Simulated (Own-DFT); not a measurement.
# Which defects push the lattice out? 2H SiC

Source: density functional calculations with Own-DFT, an unreviewed in-house program that is no longer used. Nothing was measured or relaxed, and spin and spin-orbit coupling are left out.

Common settings: PBE; PseudoDojo norm-conserving scalar-relativistic files; cutoff 42 hartree; 4 x 4 x 3 k mesh centred on Gamma; Fermi-Dirac smearing of 0.1 eV.

Caveats (not all hold for every row): a neutral cation vacancy leaves holes that likely carry spin, which these runs leave out; not probed for a lower state with spin; forces on such cells moved up to 12 meV/angstrom on a denser k mesh; forces on such cells passed a denser k mesh, each cell not checked; stress not checked against mesh or cutoff.

All runs share one cell, with vectors in Å (9.248, 0.000, 0.000); (-4.624, 8.009, 0.000); (0.000, 0.000, 10.068) and a volume of 745.7 Å³. u is the rms random offset of the atoms per axis. The defect's site can differ from row to row.

| cell | formula | u (Å) | P (GPa) |
|---|---|---|---|
| no defect | C36Si36 | 0.0305 | 3.92 |
| no defect | C36Si36 | 0.0317 | 3.77 |
| no defect | C36Si36 | 0.0591 | 6.56 |
| two N on a C site each | C34N2Si36 | 0.0276 | 2.68 |
| two N on a C site each | C34N2Si36 | 0.0287 | 3.02 |
| two N on a C site each | C34N2Si36 | 0.0472 | ? |
| two N on a C site each | C34N2Si36 | 0.0521 | 4.05 |
| one C on a Si site | C37Si35 | 0.0288 | 1.61 |
| one C on a Si site | C37Si35 | 0.0289 | 1.78 |
| one C on a Si site | C37Si35 | 0.0436 | 3.01 |
| one Si vacancy | C36Si35 | 0.0487 | 3.89 |
| one Si vacancy | C36Si35 | 0.0495 | 4.51 |
| one Si vacancy | C36Si35 | 0.0515 | 4.74 |
| two Al on a Si site each | Al2C36Si34 | 0.0281 | 5.85 |
| two Al on a Si site each | Al2C36Si34 | 0.0485 | 7.25 |
| two Al on a Si site each | Al2C36Si34 | 0.0497 | 7.27 |

## Fit

P = P0 + c u² + a shift for each defect gives P0 = 3.05 GPa, c = 937 ± 91 GPa/Å² and a scatter of 0.28 GPa. The shifts, and each times the cell's volume:

- two Al on a Si site each: 1.98 ± 0.23 GPa, 9.2 eV (4.6 eV for each of its 2 sites)
- one Si vacancy: -1.01 ± 0.23 GPa, -4.7 eV
- two N on a C site each: -1.15 ± 0.23 GPa, -5.4 eV (-2.7 eV for each of its 2 sites)
- one C on a Si site: -2.04 ± 0.23 GPa, -9.5 eV

Against the defect-free cell, a freed cell would be larger where the shift is positive and smaller where it is negative (160.2 GPa Å³ is 1 eV). The atoms around the defects weren't relaxed, which would change these numbers.

## Prediction

Question: what pressure belongs in the blank (two N on a C site each, u = 0.0472 Å)?

From the fit: 4.00 ± 0.33 GPa. Computed: 4.18 GPa.
